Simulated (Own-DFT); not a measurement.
# Computed records: Si₄SnGe₁₁ (diamond-structure random alloy, strained, atoms displaced)

All values are calculated (Own-DFT development build). A calculation, not a measurement: plane-wave density functional theory by an unreviewed code, no spin, of a simulated periodic cell, stress positive in tension, run twice, with PBE and with PBEsol, both on files made for PBE, so the change isn't that of files made for PBEsol, forces on such cells moved up to 12 meV/angstrom on a denser k mesh; the far tail of each file's local potential was reset to the Coulomb form; each entry is a single point on an unrelaxed cell, so the pressure reflects the starting lattice, mostly measured values (interpolated for alloys), from which strain is counted, and rises with the displacements; printed positions are rounded, which can move forces by about a meV/angstrom; the program, named Own-DFT, is a retired in-house code; no spin-orbit coupling; stress was not checked against mesh or cutoff.

## Si₄SnGe₁₁ (diamond-structure random alloy, strained, atoms displaced)

```cif
# cell vector a (Å): 11.5325 0.0000 0.0000
# cell vector b (Å): 0.0000 11.5325 0.0000
# cell vector c (Å): 0.0000 0.0000 11.3064
data_Si4SnGe11
_symmetry_space_group_name_H-M 'P 1'
_symmetry_Int_Tables_number 1
_cell_length_a 11.5325
_cell_length_b 11.5325
_cell_length_c 11.3064
_cell_angle_alpha 90.000
_cell_angle_beta 90.000
_cell_angle_gamma 90.000
_cell_volume 1503.73
loop_
_atom_site_label
_atom_site_type_symbol
_atom_site_fract_x
_atom_site_fract_y
_atom_site_fract_z
_atom_site_occupancy
Ge1 Ge 0.99962 0.00488 0.00180 1
Ge2 Ge 0.00149 0.24533 0.25089 1
Ge3 Ge 0.25537 0.00265 0.24934 1
Ge4 Ge 0.24460 0.25518 0.00442 1
Ge5 Ge 0.12401 0.12919 0.12274 1
Ge6 Ge 0.11669 0.37552 0.37667 1
Ge7 Ge 0.36844 0.12455 0.37718 1
Ge8 Ge 0.37336 0.37866 0.12695 1
Ge9 Ge 0.99588 0.99796 0.50253 1
Ge10 Ge 0.00064 0.25268 0.75059 1
Si1 Si 0.25051 0.00858 0.75349 1
Si2 Si 0.25051 0.25020 0.50814 1
Sn1 Sn 0.12711 0.12804 0.63078 1
Si3 Si 0.12769 0.37735 0.86654 1
Ge11 Ge 0.38194 0.12382 0.88094 1
Si4 Si 0.37857 0.37684 0.61917 1
Ge12 Ge 0.99918 0.49860 0.00557 1
Ge13 Ge 0.00433 0.74567 0.25045 1
Sn2 Sn 0.25073 0.50594 0.25528 1
Ge14 Ge 0.25080 0.74915 0.00214 1
Ge15 Ge 0.11845 0.61946 0.13150 1
Si5 Si 0.12881 0.87144 0.38000 1
Ge16 Ge 0.37859 0.62176 0.37703 1
Ge17 Ge 0.37417 0.87622 0.12472 1
Si6 Si 0.00082 0.49363 0.50472 1
Sn3 Sn 0.99682 0.74549 0.75211 1
Si7 Si 0.24594 0.50201 0.75016 1
Ge18 Ge 0.25442 0.75253 0.49449 1
Ge19 Ge 0.12363 0.62450 0.63492 1
Ge20 Ge 0.12418 0.86976 0.87607 1
Ge21 Ge 0.37544 0.62731 0.87730 1
Si8 Si 0.37454 0.88011 0.62203 1
Si9 Si 0.49466 0.00277 0.00424 1
Ge22 Ge 0.50392 0.24412 0.24815 1
Ge23 Ge 0.75383 0.99880 0.25523 1
Ge24 Ge 0.74736 0.24752 0.00395 1
Ge25 Ge 0.61549 0.12516 0.11371 1
Ge26 Ge 0.62518 0.37302 0.37063 1
Ge27 Ge 0.87305 0.12546 0.37554 1
Ge28 Ge 0.87510 0.37102 0.12587 1
Ge29 Ge 0.49598 0.99230 0.50420 1
Ge30 Ge 0.50023 0.24327 0.74728 1
Ge31 Ge 0.74914 0.00859 0.74689 1
Si10 Si 0.75183 0.25674 0.49747 1
Si11 Si 0.62409 0.13044 0.63035 1
Ge32 Ge 0.62646 0.38033 0.87144 1
Ge33 Ge 0.87549 0.11903 0.86886 1
Ge34 Ge 0.87322 0.37811 0.62949 1
Ge35 Ge 0.49961 0.49689 0.00082 1
Si12 Si 0.50486 0.75775 0.25035 1
Si13 Si 0.74188 0.49811 0.26047 1
Ge36 Ge 0.74798 0.74854 0.99940 1
Ge37 Ge 0.61967 0.62735 0.12793 1
Ge38 Ge 0.61881 0.87553 0.37617 1
Ge39 Ge 0.87698 0.63113 0.36810 1
Ge40 Ge 0.86795 0.87941 0.12069 1
Si14 Si 0.49627 0.49967 0.49109 1
Sn4 Sn 0.50545 0.75064 0.74874 1
Si15 Si 0.75011 0.49749 0.75633 1
Ge41 Ge 0.75137 0.75420 0.50240 1
Ge42 Ge 0.62457 0.62861 0.62145 1
Ge43 Ge 0.62213 0.87057 0.87448 1
Ge44 Ge 0.87353 0.61726 0.86969 1
Si16 Si 0.86847 0.87312 0.63063 1
```

- functional: PBE, then PBEsol
- potential files: PseudoDojo norm-conserving, scalar-relativistic, standard set
- wave cutoff: 49 hartree
- occupations: Fermi-Dirac
- smearing width: 0.1 eV
- k mesh: 3 x 3 x 3 centred on Gamma
- PBE pressure: 1.36 GPa
- PBE stress xx: -1.06 GPa
- PBE stress yy: -0.85 GPa
- PBE stress zz: -2.18 GPa
- PBE stress yz: -0.48 GPa
- PBE stress xz: 0.03 GPa
- PBE stress xy: -0.41 GPa
- PBEsol pressure: -1.11 GPa
- PBEsol stress xx: 1.42 GPa
- PBEsol stress yy: 1.62 GPa
- PBEsol stress zz: 0.3 GPa
- PBEsol stress yz: -0.43 GPa
- PBEsol stress xz: 0.02 GPa
- PBEsol stress xy: -0.38 GPa
- rms change of force components from PBE to PBEsol: 0.045 eV/Å

Force:
```tsv
force element	PBE force x (eV/Å)	PBE force y (eV/Å)	PBE force z (eV/Å)	PBEsol force x (eV/Å)	PBEsol force y (eV/Å)	PBEsol force z (eV/Å)
Ge	0.058	-0.65	-0.369	0.047	-0.627	-0.361
Ge	-0.388	0.347	0.066	-0.375	0.341	0.055
Ge	-1.246	-0.518	0.122	-1.168	-0.475	0.098
Ge	0.564	0.228	-1.049	0.572	0.189	-0.972
Ge	0.241	-0.579	0.435	0.23	-0.55	0.421
Ge	0.35	-0.992	1.143	0.343	-0.972	1.046
Ge	0.767	0.524	0.624	0.767	0.465	0.558
Ge	0.891	-1.215	-0.415	0.863	-1.176	-0.411
Ge	-0.274	-1.083	-0.347	-0.268	-0.994	-0.337
Ge	-1.068	1.034	1.118	-1.067	0.967	1.05
Si	1.39	-2.126	0.976	1.336	-2.051	0.989
Si	0.872	1.46	-1.57	0.817	1.389	-1.573
Sn	-0.346	-0.532	-0.744	-0.433	-0.507	-0.72
Si	-0.28	0.15	0.892	-0.323	0.101	0.913
Ge	-1.16	0.203	-0.132	-1.123	0.258	-0.144
Si	-0.529	0.098	0.394	-0.486	0.069	0.428
Ge	0.14	-0.53	-1.107	0.113	-0.49	-1.04
Ge	-0.232	1.67	-0.164	-0.252	1.561	-0.175
Sn	-0.509	-1.139	-0.006	-0.498	-1.104	-0.014
Ge	-0.503	-0.301	0.269	-0.482	-0.286	0.251
Ge	-0.06	1.289	-1.575	-0.069	1.251	-1.517
Si	-0.519	0.603	-0.78	-0.505	0.587	-0.763
Ge	1.399	2.181	0.403	1.281	2.125	0.378
Ge	0.495	-0.112	0.223	0.415	-0.102	0.22
Si	-0.401	1.141	-0.081	-0.387	1.113	-0.074
Sn	-0.597	1.139	-0.161	-0.533	1.056	-0.113
Si	1.095	-0.48	0.003	1.08	-0.389	-0.011
Ge	-0.096	-0.188	1.162	-0.076	-0.239	1.124
Ge	1.355	-1.352	-2.508	1.293	-1.26	-2.426
Ge	1.182	1.793	0.734	1.122	1.707	0.741
Ge	-0.87	-1.25	0.267	-0.818	-1.183	0.295
Si	-1.386	0.133	0.591	-1.329	0.102	0.537
Si	0.418	-1.183	-0.684	0.407	-1.156	-0.668
Ge	-0.933	0.339	0.106	-0.9	0.334	0.094
Ge	-1.263	0.286	-0.632	-1.208	0.267	-0.611
Ge	0.33	0.177	-1.082	0.317	0.169	-1.042
Ge	0.996	-0.578	1.135	0.996	-0.497	1.135
Ge	-0.386	-0.104	0.802	-0.413	-0.134	0.745
Ge	0.07	0.29	0.457	0.103	0.246	0.403
Ge	-0.632	0.376	0.811	-0.583	0.336	0.759
Ge	0.417	1.534	-0.045	0.42	1.482	-0.109
Ge	-0.206	1.33	0.146	-0.21	1.288	0.211
Ge	-0.532	-1.164	-0.147	-0.492	-1.129	-0.078
Si	-0.438	-0.615	0.733	-0.397	-0.572	0.688
Si	0.47	-0.363	-1.652	0.431	-0.385	-1.578
Ge	-0.184	-0.929	0.331	-0.217	-0.933	0.367
Ge	0.157	1.136	0.876	0.149	1.096	0.845
Ge	-0.194	-0.047	-0.35	-0.151	-0.08	-0.309
Ge	-0.105	0.436	-0.113	-0.104	0.431	-0.106
Si	-0.853	-0.764	-0.099	-0.836	-0.746	-0.1
Si	1.065	0.74	-1.343	1.039	0.723	-1.314
Ge	0.105	-0.354	-0.147	0.092	-0.33	-0.146
Ge	0.424	-0.338	0.38	0.413	-0.333	0.307
Ge	0.805	0.05	0.085	0.813	0.085	0.124
Ge	-0.476	-1.324	1.274	-0.451	-1.223	1.228
Ge	0.922	-0.551	0.472	0.886	-0.527	0.456
Si	0.842	-0.491	1.115	0.859	-0.441	1.047
Sn	-1.947	0.119	-0.749	-1.84	0.084	-0.688
Si	-0.37	0.433	-1.24	-0.355	0.424	-1.209
Ge	0.057	-0.103	-0.46	0.013	-0.129	-0.471
Ge	1.195	-2.28	-1.009	1.163	-2.142	-0.975
Ge	1.291	2.493	1.668	1.276	2.377	1.596
Ge	-1.043	-0.694	1.888	-0.971	-0.633	1.865
Si	-0.335	1.194	-0.935	-0.337	1.175	-0.917
```
